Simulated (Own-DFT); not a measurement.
# Response to strain: 4H SiC, 72 atoms (C36Si36)

These are calculations, not measurements. The program, named Own-DFT, is a retired in-house plane-wave density functional code that no person has reviewed. Each row is one single-point run on a periodic cell that was not relaxed, without spin or spin-orbit coupling.

Settings of every run: PBE; PseudoDojo norm-conserving scalar-relativistic files; cutoff 42 hartree; 4 x 4 x 3 k mesh centred on Gamma; Fermi-Dirac smearing of 0.1 eV.

Known limits: forces on such cells passed a denser k mesh, each cell not checked; stress not checked against mesh or cutoff.

Unstrained cell vectors in Å: (9.248, 0.000, 0.000); (-4.624, 8.009, 0.000); (0.000, 0.000, 10.068). The unstrained cell has measured lattice constants (interpolated for alloys), not those of this functional. That, the random moves and any unrelaxed bonds set the pressure at no strain. Each run strains this cell uniformly, with the atoms carried along. Every atom was also moved at random, by a Gaussian of width 0.05 Å on each axis. Strain is the symmetric tensor, in per cent. Stress is positive in tension, and the pressure is minus a third of its trace.

```
run  e_xx (%)  e_yy (%)  e_zz (%)  e_yz (%)  e_xz (%)  e_xy (%)  s_xx (GPa)  s_yy (GPa)  s_zz (GPa)  s_yz (GPa)  s_xz (GPa)  s_xy (GPa)  P (GPa)  E (meV/atom)
  1      0.16      1.42      1.24      0.08      0.16     -1.18       -2.44        3.56        1.68        0.22        0.69       -5.11    -0.93           3.7
  2     -0.83     -1.55      0.25     -1.00      1.20      0.66      -11.34      -16.88       -5.43       -3.47        3.57        2.02    11.21          41.4
  3      1.74      0.08     -0.64     -0.74      1.26     -1.58        4.01       -3.27       -9.70       -2.17        4.89       -6.31     2.99          35.6
  4      1.51     -1.05      1.13     -1.86     -1.98      1.95        2.98       -8.65        0.13       -6.70       -6.80        8.24     1.85          19.6
  5      1.17      1.80      0.31      1.64      0.13     -0.81        2.27        5.79       -2.72        5.75        0.35       -3.80    -1.78           6.9
  6      0.92     -0.23     -1.30     -1.42     -0.15      1.04       -0.66       -5.77      -12.56       -4.88       -0.75        4.20     6.33           6.6
  7     -1.48     -1.00      1.89     -0.15     -1.70      0.09      -13.86      -10.42        4.57       -0.43       -5.99       -0.26     6.57           0.0
  8     -1.07      1.71     -1.70     -0.52     -1.33      1.07       -8.64        2.86      -19.34       -2.06       -6.05        4.93     8.37          34.1
  9      1.91      0.76     -0.96      1.18      1.88      0.31        7.27       -0.73      -12.16        5.03        6.45        0.37     1.87          18.3
 10      0.24     -0.35      0.12      1.56      1.17     -1.18       -5.86       -5.61       -4.85        5.86        4.10       -6.75     5.44          14.9
 11     -0.03     -1.18      0.85     -1.94     -1.37     -0.25       -4.97      -11.93       -2.45       -6.86       -4.36       -0.95     6.45          21.6
 12      0.35     -0.62      1.54     -0.86     -0.20      1.65       -4.46       -8.31        3.39       -3.80       -0.46        7.55     3.12          23.2
 13     -1.94      1.51     -1.86     -0.12     -0.53      0.03      -14.52        2.90      -21.74       -0.48       -1.37        0.76    11.12          29.9
 14     -1.47     -0.40      1.44     -0.19     -1.40     -0.81      -14.91       -6.79        0.95       -1.53       -4.33       -1.97     6.92          28.2
 15     -1.93      0.25      0.13      1.48     -1.76     -1.41      -15.06       -6.87       -7.21        5.96       -5.11       -8.37     9.71          38.8
 16     -1.40     -0.09      1.03      0.39      1.89     -0.24      -11.84       -6.66       -1.59        1.26        6.03       -2.19     6.70          25.0
 17     -0.38     -1.58      0.00      1.69     -0.62     -1.37           ?           ?           ?           ?           ?           ?        ?             ?
```

E is the free energy for each atom above the lowest run shown.

## Worked fit

Each stress component was fitted by least squares to a constant and the strains of the runs shown, as fractions, with shears doubled. Shear strains stay in the fit of a normal stress only where such slopes are resolved. The slopes, in GPa:

| stress | at no strain | per e_xx | per e_yy | per e_zz | scatter |
|---|---|---|---|---|---|
| s_xx | -5.1 | 549 ± 20 | 95 ± 28 | -2 ± 26 | 1.02 |
| s_yy | -5.2 | 78 ± 24 | 583 ± 34 | 44 ± 31 | 1.21 |
| s_zz | -6.9 | 89 ± 20 | 4 ± 29 | 650 ± 27 | 1.04 |

Each shear stress against twice its own strain: yz 188 ± 6, xz 164 ± 6, xy 209 ± 12 GPa. These are stiffnesses along x, y and z of the frame in which the cell vectors are given, which need not be the crystal's axes. The atoms are held to the strained lattice; where symmetry lets them move under strain, relaxing them would lower some slopes. The table should be nearly symmetric about its diagonal, and what it lacks of that shows the noise. A ninth of its sum, 232 ± 5 GPa, estimates the bulk modulus near the mean pressure of these runs, 5.4 GPa, so it lies above the value at zero pressure.

## Withheld run

Question: what normal stresses and pressure should run 17 give?

The fit gives s_xx = -8.7, s_yy = -14.7, s_zz = -7.3 and P = 10.2 GPa. The calculation gave -8.14, -13.87, -9.58 and P = 10.53 GPa.
